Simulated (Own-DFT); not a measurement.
# Response to strain: diamond-structure SiGeSn with randomly placed atoms, 64 atoms (Ge52Si8Sn4)

All numbers below are calculated, not measured. They come from Own-DFT, an in-house plane-wave density functional program, since retired, whose code no person has reviewed. Each row is one single-point run on a periodic cell that was not relaxed, without spin or spin-orbit coupling.

Settings of every run: PBEsol; PseudoDojo norm-conserving scalar-relativistic files, made for PBE; cutoff 49 hartree; 3 x 3 x 3 k mesh centred on Gamma; Fermi-Dirac smearing of 0.1 eV.

Known limits: forces on such cells moved up to 12 meV/angstrom on a denser k mesh; stress not checked against mesh or cutoff.

Unstrained cell vectors in Å: (11.363, 0.000, 0.000); (0.000, 11.363, 0.000); (0.000, 0.000, 11.363). The unstrained cell has measured lattice constants (interpolated for alloys), not those of this functional. That, the random moves and any unrelaxed bonds set the pressure at no strain. Each run strains this cell uniformly, with the atoms carried along. Every atom was also moved at random, by a Gaussian of width 0.05 Å on each axis. The random placing of the alloy's atoms differs from row to row. Strain is the symmetric tensor, in per cent. Stress is positive in tension, and the pressure is minus a third of its trace.

```
run,e_xx (%),e_yy (%),e_zz (%),s_xx (GPa),s_yy (GPa),s_zz (GPa),P (GPa),E (meV/atom)
1,-2.75,-2.75,0.00,-6.77,-6.72,-4.69,6.06,27.9
2,-2.00,-2.00,0.00,-5.22,-5.50,-3.97,4.90,31.6
3,-1.75,-1.75,0.00,-5.14,-4.98,-3.78,4.63,39.8
4,0.50,0.50,0.00,-0.84,-0.73,-1.07,0.88,1.5
5,-0.75,-0.75,0.00,-2.99,-3.18,-2.55,2.90,24.5
6,-2.50,-2.50,0.00,-6.35,-6.51,-4.72,5.86,41.0
7,-2.25,-2.25,0.00,-5.81,-5.75,-4.18,5.25,29.0
8,-1.00,-1.00,0.00,-3.23,-3.17,-2.50,2.97,0.0
9,-1.25,-1.25,0.00,?,?,?,?,?
```

E is the free energy for each atom above the lowest run shown.

## Worked fit

The change of volume is close to e_xx + e_yy + e_zz. A straight line through the runs shown gives P = 1.62 - 83 x (fractional change of volume) GPa, with an error of 3 on the slope and a scatter of 0.16 GPa. The strain isn't the same on all axes, but the crystal is cubic, so the slope still estimates the bulk modulus, averaged over pressures from 0.9 to 6.1 GPa.

## Withheld run

Question: what pressure should run 9 give? Its volume changes by -2.48 %.

The line gives 3.7 GPa. The calculation gave 3.60 GPa.
